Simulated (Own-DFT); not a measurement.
# Which defects push the lattice out? B20 RuSi

No measurement is shown. These are fixed-geometry runs of a retired plane-wave code named Own-DFT, which no person has reviewed; spin and spin-orbit coupling are neglected.

Method: PBE; PseudoDojo norm-conserving scalar-relativistic files; cutoff 50 hartree; 5 x 4 x 5 k mesh centred on Gamma; cold (Marzari-Vanderbilt) smearing of 0.2 eV.

Limits (not all hold for every row): not probed for a lower state with spin; forces on such cells failed a check on a denser k mesh; stress not checked against mesh or cutoff.

All runs share one cell, with vectors in Å (4.709, 0.000, 4.709); (0.000, 9.417, 0.000); (-4.709, 0.000, 4.709) and a volume of 417.6 Å³. u is the rms random offset of the atoms per axis. The defect's site can differ from row to row.

```
               cell   formula   u (Å)  P (GPa)
          no defect  Ru16Si16  0.0209     4.70
          no defect  Ru16Si16  0.0504     7.28
          no defect  Ru16Si16  0.0510     6.55
one Si on a Ru site  Ru15Si17  0.0266     5.53
one Si on a Ru site  Ru15Si17  0.0303     5.26
one Si on a Ru site  Ru15Si17  0.0508     5.97
     one Ru vacancy  Ru15Si16  0.0264     2.05
     one Ru vacancy  Ru15Si16  0.0288     2.60
     one Ru vacancy  Ru15Si16  0.0452     3.74
one Ru on a Si site  Ru17Si15  0.0309     8.05
one Ru on a Si site  Ru17Si15  0.0445     8.63
one Ru on a Si site  Ru17Si15  0.0545     9.72
     one Si vacancy  Ru16Si15  0.0307        ?
     one Si vacancy  Ru16Si15  0.0335     2.57
     one Si vacancy  Ru16Si15  0.0496     3.27
     one Si vacancy  Ru16Si15  0.0499     4.25
```

## Working it out

P = P0 + c u² + a shift for each defect gives P0 = 4.66 GPa, c = 819 ± 143 GPa/Å² and a scatter of 0.44 GPa. The shifts, and each times the cell's volume:

- one Ru on a Si site: 2.53 ± 0.36 GPa, 6.6 eV
- one Si on a Ru site: -0.22 ± 0.36 GPa, -0.6 eV (not resolved)
- one Ru vacancy: -2.83 ± 0.37 GPa, -7.4 eV
- one Si vacancy: -2.95 ± 0.36 GPa, -7.7 eV

A positive shift means that the defect pushes the cell outwards. Shift times volume (160.2 GPa Å³ is 1 eV) depends little on the cell's size, so, taken for each site, it can be compared between cells at like pressure. The atoms around the defects weren't relaxed, which would change these numbers.

## Check

The question: what pressure belongs in the blank (one Si vacancy, u = 0.0307 Å)?

From the fit: 2.48 ± 0.53 GPa. Computed: 2.21 GPa.
